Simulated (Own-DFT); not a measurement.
Simulation results for Si$_{3}$N$_{4}$ (beta silicon nitride, strained, atoms displaced)

Computed with Own-DFT development build. A calculation, not a measurement: plane-wave PBE density functional theory by an unreviewed code, no spin, of a simulated periodic cell, stress positive in tension, free energy of the whole cell less one offset for each atom, forces on such cells moved up to 12 meV/angstrom on a denser k mesh; offsets are fitted by least squares, one for each functional and potential file, so energies compare only between cells with the same atoms and settings and are not formation energies; the far tail of each file's local potential was reset to the Coulomb form; each entry is a single point on an unrelaxed cell, so the pressure reflects the starting lattice, mostly measured values (interpolated for alloys), from which strain is counted, and rises with the displacements; printed positions are rounded, which can move forces by about a meV/angstrom; the program, named Own-DFT, is a retired in-house code; no spin-orbit coupling; before rounding, a Quantum ESPRESSO 7.3.1 run of the same cell and cutoff gave forces within 1 meV/angstrom rms on each cell, which checks the program and not the settings.

Common to all runs: functional PBE; potential files PseudoDojo norm-conserving, scalar-relativistic, standard set; wave cutoff 42 hartree; occupations Fermi-Dirac; smearing width 0.1 eV; k mesh 2 x 2 x 4 centred on Gamma.

(1) 
```xyz
112
Lattice="14.9650 -0.1093 -0.2332 -7.5771 13.4688 0.1264 -0.0892 0.0043 5.7690" Properties=species:S:1:pos:R:3:force_x:R:1:force_y:R:1:force_z:R:1 formula=Si3N4 free_energy_of_cell_above_offsets=-3.258 pressure=11.43 stress_xx=-14.7 stress_yy=-2.91 stress_zz=-16.66 stress_yz=-1.71 stress_xz=-8.46 stress_xy=-3.66
Si    -1.6242     5.2256     0.7336        0.3     -2.283      0.825
Si     0.1929     2.7309     0.6974      0.795     -2.035      0.099
Si     1.2399     5.5767     0.6511      1.789     -0.048       0.59
Si     5.2474     1.5360     2.0223      1.509     -1.905     -1.088
Si     3.4821     4.0073     2.1681     -1.147     -2.052     -0.808
Si     2.4237     1.1136     2.0922     -2.525     -0.883      3.176
N      2.4474     0.2116     0.6876     -1.078     -3.645      1.087
N      6.0847     2.0177     0.5407     -0.021     -0.531       1.86
N      2.6432     4.4807     0.6621      0.568       0.68      1.216
N      1.3660     6.5410     2.2356     -0.658      0.421      -4.62
N     -2.3968     4.8104     2.2710      -2.38      -1.24     -3.882
N      1.0383     2.2408     2.1952     -1.031      0.114     -1.787
N      0.0011     4.3790     0.5946     -1.975       4.14      1.131
N      3.7166     2.0937     2.1119     -0.123      5.345      0.194
Si    -1.6649     5.2888     3.6170      1.291     -1.921      3.322
Si     0.0896     2.8098     3.5048      0.946     -1.461      2.335
Si     1.3072     5.5876     3.5500     -0.428     -1.616      3.009
Si     5.2526     1.5044     4.8974      -2.51     -0.533     -0.767
Si     3.4233     3.9739     5.0308     -0.234     -2.507      0.937
Si     2.1972     1.1307     5.1010      2.123      0.668     -4.311
N      2.3452     0.0916     3.5672     -0.656      3.467      0.252
N      6.0708     2.0089     3.3966     -0.099     -0.178      2.208
N      2.6098     4.4316     3.6380     -0.168      1.047     -2.072
N      1.3008     6.6982     4.9890     -0.898     -11.08      0.514
N     -2.5100     4.6039     5.1068      2.824      2.946     -0.853
N      0.8638     2.1908     5.0097      -0.66      0.251      0.099
N     -0.0839     4.5125     3.6616      0.093      1.388     -0.804
N      3.6132     2.2205     5.0420      0.239      0.026     -0.613
Si    -5.3410    11.8319     0.9003     -0.373      2.096     -3.243
Si    -3.6968     9.3965     0.8282      4.084      2.395     -0.041
Si    -2.5328    12.2984     0.8360      1.751     -1.606      -1.18
Si     1.5105     8.2729     2.0873      -1.68      0.098      3.214
Si    -0.3035    10.5872     2.2008     -1.377      6.043     -3.026
Si    -1.3862     7.8798     2.1533     -0.725      2.191      1.445
N     -1.3979     6.9289     0.7712       0.13     -0.991     -1.871
N      2.2541     8.7208     0.7196      2.304      0.425     -1.875
N     -1.1611    11.1723     0.7078      1.145      0.059      0.531
N     -2.5003    13.2107     2.2878      0.522      1.973     -1.888
N     -6.2070    11.4953     2.3033     -4.338     -2.204     -4.439
N     -2.8003     8.8831     2.2215      -0.75       0.04      0.608
N     -3.8137    11.1585     0.7704     -0.546     -0.782      0.636
N     -0.0741     9.0393     2.2350      0.647     -7.089      -0.52
Si    -5.4693    11.9155     3.6125      3.192      0.313      6.668
Si    -3.5890     9.4131     3.7603     -0.979      3.017     -4.273
Si    -2.4596    12.2232     3.6295     -3.733      0.291      2.456
Si     1.4824     8.2071     5.0281     -0.479      8.629     -2.136
Si    -0.3600    10.7581     4.9687     -3.223     -3.434      3.981
Si    -1.4667     7.8817     5.0479         -1      1.707      1.026
N     -1.4929     6.9564     3.6170      0.043      0.097      0.427
N      2.3335     8.7286     3.5021     -1.432     -0.728      1.943
N     -1.1619    11.1810     3.5716      0.786      -0.43     -0.324
N     -2.5995    13.2196     5.1531       1.21      0.589     -1.907
N     -6.2461    11.4598     5.1475      -1.55     -0.562      0.435
N     -2.8539     9.0591     5.1468      1.943     -2.876      2.423
N     -3.9385    11.1676     3.5977       2.98     -0.456      0.438
N     -0.1480     8.8903     5.0636      1.271       2.36     -0.358
Si     5.8750     5.1889     0.6032      1.171      -3.06      1.872
Si     7.6321     2.6940     0.5679       1.76       0.46      0.369
Si     8.8179     5.4998     0.6605      -0.63     -2.937     -3.632
Si    12.7537     1.4571     1.9576     -0.578     -1.723     -0.873
Si    10.9413     3.9419     2.0988      2.699     -2.771     -7.401
Si     9.8173     1.1259     1.9769      1.664      1.135      2.823
N      9.8973     0.1677     0.6107     -0.696     -2.169     -0.957
N     13.5332     1.9038     0.4739      3.444      1.275      4.191
N     10.0666     4.3606     0.5269      3.341     -0.905      0.942
N      8.8431     6.4642     1.9497       0.09     -0.103      4.451
N      5.0331     4.7232     2.1911      -1.84     -0.815     -4.961
N      8.4921     2.1526     2.0180      -1.83      0.989     -0.395
N      7.4751     4.3944     0.5989     -1.814      1.537      0.467
N     11.2712     2.1707     2.0580     -3.259      1.072     -0.797
Si     5.7794     5.0750     3.5571       3.83      2.281      2.122
Si     7.6548     2.6283     3.5178     -1.442      3.332     -5.706
Si     8.7348     5.4880     3.5340      1.626       0.25     -1.544
Si    12.7061     1.4900     4.9118     -2.403     -1.908     -4.958
Si    10.9241     3.9035     4.8005     -2.001     -2.039      4.461
Si     9.8079     1.0655     4.9724     -1.115      2.347     -3.205
N      9.7520     0.2219     3.4582      -0.29     -2.847      0.428
N     13.4932     1.8971     3.3707       2.07       0.62      1.581
N     10.1953     4.3318     3.4061     -5.007      3.707      2.609
N      8.7804     6.3637     4.9516      0.471      4.026      0.018
N      5.0094     4.6001     4.9854     -0.637      0.263      0.499
N      8.3418     2.1928     4.8433      3.362     -2.521      5.878
N      7.4320     4.5096     3.4601     -1.692     -3.739       0.09
N     11.1130     2.1697     4.8663       0.24     -0.216      0.524
Si     2.1243    11.8934     0.5961     -1.674     -0.572      3.692
Si     3.8599     9.3366     0.7650     -1.647      3.514     -4.982
Si     4.9668    12.2217     0.6843      -0.38     -1.797     -1.405
Si     8.9785     8.1128     2.0301     -0.464      2.723      0.689
Si     7.1557    10.7261     1.9945      0.647     -2.549      3.608
Si     6.0848     7.8599     2.0016     -2.524     -2.154       3.09
N      6.1064     6.8330     0.5997     -0.699      2.643      0.646
N      9.7694     8.6182     0.5259      0.974      0.601       5.25
N      6.3430    11.1567     0.6749     -0.471      0.484     -3.717
N      4.8747    13.1093     2.0791      1.561      4.006      0.525
N      1.2666    11.3215     2.1924     -1.566      0.096     -4.152
N      4.6126     8.9690     2.1171      4.228     -3.022      0.788
N      3.5945    11.1653     0.7134      2.319     -1.951     -0.623
N      7.3484     8.8878     2.0266      2.929      2.179       0.04
Si     2.0144    11.8379     3.4973      2.589      1.677      4.057
Si     3.8723     9.3993     3.5476     -1.879      3.886     -0.508
Si     5.0112    12.3288     3.5618     -2.051     -3.944     -1.567
Si     8.8914     8.2938     4.9962     -1.407      -3.66     -6.951
Si     7.0916    10.6623     4.8801      1.478     -0.131      2.644
Si     5.9709     7.9091     4.9708     -0.033     -2.683     -1.158
N      6.0300     6.8169     3.6210     -0.388      1.753       -2.3
N      9.8151     8.6877     3.4391     -2.901     -1.811      1.111
N      6.2700    11.1260     3.5215      0.944      0.455     -2.304
N      4.9569    13.1193     4.9761      0.421      3.877      2.427
N      1.1490    11.2928     5.1134      3.167      2.299     -3.314
N      4.5650     8.8558     4.9186      0.618     -0.177      4.684
N      3.6348    11.2015     3.5392      0.017     -0.763      0.594
N      7.3211     8.9029     4.9616     -0.054      1.733      -0.16
```

Units: free_energy_of_cell_above_offsets in eV; pressure, stress_xx, stress_yy, stress_zz, stress_yz, stress_xz, stress_xy in GPa; force_x, force_y, force_z in eV/Å.

(2) 
```xyz
112
Lattice="15.0795 0.1237 -0.1708 -7.4326 13.3188 0.0599 -0.0653 -0.0112 5.7171" Properties=species:S:1:pos:R:3:force_x:R:1:force_y:R:1:force_z:R:1 formula=Si3N4 free_energy_of_cell_above_offsets=-7.929 pressure=11.15 stress_xx=-13.53 stress_yy=-1.27 stress_zz=-18.65 stress_yz=-0.4 stress_xz=-4.18 stress_xy=3.35
Si    -1.6185     5.1850     0.7446      1.355      1.098     -1.129
Si     0.2581     2.7895     0.7072     -1.609      -0.43      0.129
Si     1.3903     5.5348     0.6961      0.017     -2.356     -0.902
Si     5.3423     1.6118     2.1538     -2.371     -1.531     -4.187
Si     3.5502     4.0848     2.1440      2.993     -3.171     -0.969
Si     2.4366     1.1480     2.1049     -0.101      2.474      2.266
N      2.4668     0.2477     0.7396     -1.465     -2.402     -2.727
N      6.2006     2.0593     0.6099     -0.907     -1.068      2.896
N      2.8398     4.4615     0.7367     -2.679       1.85     -3.793
N      1.3425     6.4171     2.0718      0.569      3.144      3.259
N     -2.3807     4.6606     2.1281     -1.248     -0.377      1.704
N      1.0053     2.2352     2.1129      1.252      -0.72      0.839
N     -0.0567     4.4742     0.6671      1.824      0.433      0.058
N      3.7499     2.3060     2.0538      0.227     -0.486      0.631
Si    -1.5647     5.0598     3.6399     -0.843      1.901     -0.966
Si     0.2314     2.7347     3.5793     -1.371     -0.194     -2.823
Si     1.3602     5.5298     3.6227     -0.435     -0.622     -2.234
Si     5.3240     1.5613     4.9753     -0.569      -0.97     -2.441
Si     3.5870     3.9894     4.9402      0.816     -0.778      1.139
Si     2.2571     1.1534     4.9754      4.257     -0.149     -0.043
N      2.2786     0.1415     3.5545     -0.304      1.964     -0.094
N      6.1278     2.0699     3.4520      3.043      1.018      4.321
N      2.7888     4.4983     3.5044     -2.492      1.581      3.028
N      1.4030     6.4928     5.0150      0.389      0.669     -0.678
N     -2.4897     4.6531     5.0414      1.397      0.652     -0.408
N      1.0187     2.2752     4.9415     -0.739     -0.239      2.752
N     -0.0174     4.3970     3.5923      1.483      1.481      0.164
N      3.7969     2.2617     4.9199     -3.069     -0.396      0.065
Si    -5.2600    11.7798     0.7534      0.566      0.178     -0.686
Si    -3.5416     9.3135     0.7513      1.395      1.604      0.301
Si    -2.2851    12.1900     0.7605     -2.354      0.243     -1.608
Si     1.6089     8.2643     2.0684     -1.137      -1.83      1.975
Si    -0.2258    10.6659     2.0947      2.902     -1.562      3.161
Si    -1.3204     7.8210     2.1029     -0.152     -0.288      1.708
N     -1.3381     6.9417     0.6106      -0.32     -2.967      3.514
N      2.3881     8.6724     0.6611      4.442      1.893      1.452
N     -0.9173    11.1518     0.7244      -1.22      0.752     -2.484
N     -2.4032    13.1111     2.2106      1.068      2.306     -1.864
N     -6.0768    11.2535     2.1791      -1.51      0.353     -0.511
N     -2.7142     8.8211     2.1678     -0.243      0.604      1.027
N     -3.7000    11.0954     0.6915      1.179     -0.441      0.709
N      0.0408     8.9336     2.1424     -0.423     -0.197     -0.205
Si    -5.3755    11.7693     3.6116      3.314      -0.54      0.578
Si    -3.5685     9.3234     3.6938      5.281       3.82     -3.335
Si    -2.3901    12.1271     3.5467      0.349      0.942      2.748
Si     1.5883     8.2667     5.0009     -0.343     -2.079     -3.427
Si    -0.1937    10.6742     4.9803      2.398     -0.966      0.361
Si    -1.3500     7.9052     5.0219     -0.093     -2.233     -3.017
N     -1.4061     6.8216     3.6083      0.417      0.379     -0.982
N      2.4873     8.7238     3.5196     -1.494     -1.254      0.131
N     -0.9556    11.1522     3.5795     -0.658      0.203     -1.314
N     -2.3619    13.1505     5.0073      0.772     -0.426      0.353
N     -6.1293    11.2445     5.0143     -1.062      0.838      1.136
N     -2.7090     8.8356     5.0176     -1.005      1.173      2.045
N     -3.6948    11.1222     3.6695     -2.086     -1.933     -0.655
N      0.0237     8.8199     4.9723      0.226      4.151     -0.092
Si     5.9865     5.2026     0.6711      1.702     -0.183      -1.01
Si     7.7283     2.6843     0.6737      1.751      2.486      0.317
Si     8.9684     5.6053     0.5717      -3.46     -1.864      0.395
Si    12.9222     1.6317     2.0524     -3.709     -1.261     -1.992
Si    11.1284     4.0399     1.9585     -1.606      0.035      1.823
Si     9.9198     1.2513     2.0152      -1.14     -1.521      1.235
N      9.9154     0.2952     0.6008      -0.03     -0.415      0.273
N     13.6963     2.1221     0.6764      2.035      0.543     -3.633
N     10.2720     4.6107     0.5820      2.974     -1.607     -0.784
N      8.9599     6.4859     2.0271      0.072      1.396     -0.325
N      5.1642     4.7636     2.1133     -1.497     -0.083     -1.451
N      8.5493     2.2960     2.1571      0.542     -1.123     -2.442
N      7.5739     4.4353     0.6053      0.387      1.751      0.123
N     11.1911     2.3054     2.0448      3.907      1.016      -0.07
Si     6.0233     5.2268     3.4482     -1.002      0.027      2.842
Si     7.7637     2.8150     3.4989     -1.403      0.407      2.124
Si     8.9103     5.6478     3.4706     -1.656     -2.967      -0.17
Si    12.8733     1.6030     4.8940      0.115      -0.68     -0.386
Si    11.1005     4.0725     4.8902     -3.046     -1.351     -1.276
Si     9.9528     1.3324     4.8748     -0.974     -3.454      0.812
N      9.9174     0.2410     3.5021     -0.008      2.926     -1.273
N     13.6631     2.2262     3.3438      1.434     -0.227       5.16
N     10.1788     4.5509     3.4171        3.3     -1.303      0.602
N      8.8785     6.5726     4.8910      0.405     -0.905     -0.262
N      5.1793     4.7172     4.9255     -1.296      0.209     -0.628
N      8.5496     2.2606     4.9968     -0.849      0.668     -1.748
N      7.5193     4.5300     3.4090      2.146      0.111      0.705
N     11.3051     2.2878     4.9284      0.624      2.457     -0.401
Si     2.2515    11.8450     0.7474     -1.846      3.235     -2.292
Si     4.0480     9.4448     0.6618     -2.474      1.304      -2.69
Si     5.1938    12.2211     0.7034     -0.623     -0.662     -4.033
Si     9.0794     8.1502     2.0033      2.558      3.936      0.289
Si     7.3836    10.7758     2.0833      0.552     -2.122      -2.19
Si     6.1176     7.9675     2.1044      5.854      -3.57      -1.27
N      6.3052     6.9426     0.5812     -1.259      0.087      2.605
N     10.0215     8.7517     0.6483     -1.975     -1.996     -1.013
N      6.6359    11.2326     0.4932     -2.065      0.832      5.158
N      5.3138    13.1839     2.0333     -0.066      0.929      2.181
N      1.4262    11.3587     2.0964     -1.966     -0.486      1.261
N      4.8769     8.9708     1.9889     -2.613      1.528      3.123
N      3.7055    11.1646     0.6304      5.843     -1.855      0.549
N      7.6042     8.9636     2.0391     -2.157      0.995      0.592
Si     2.2059    11.9192     3.5212      0.205     -0.705      0.243
Si     4.0085     9.4180     3.4959      0.323      2.592     -0.033
Si     5.1529    12.1729     3.4602     -0.621      2.992      1.083
Si     9.1654     8.2000     4.8203     -0.357      4.703      2.293
Si     7.3130    10.7495     4.8415      4.351     -3.216      2.651
Si     6.1620     7.9328     4.9363      3.579     -0.168     -0.123
N      6.2947     6.9385     3.5256     -1.389      1.156     -1.165
N     10.0731     8.8752     3.5383      -7.35     -4.706     -1.724
N      6.5366    11.2389     3.5512       -0.5      0.008     -5.375
N      5.1571    13.1419     4.9032      0.673      1.685      0.564
N      1.4465    11.4898     4.9536      -3.53     -2.264      0.873
N      4.8373     8.9484     4.9321     -1.788      0.889      0.063
N      3.7803    11.2407     3.4985      0.454     -3.601     -0.442
N      7.6042     9.0387     4.9183     -1.156     -1.704     -0.618
```

Units: free_energy_of_cell_above_offsets in eV; pressure, stress_xx, stress_yy, stress_zz, stress_yz, stress_xz, stress_xy in GPa; force_x, force_y, force_z in eV/Å.
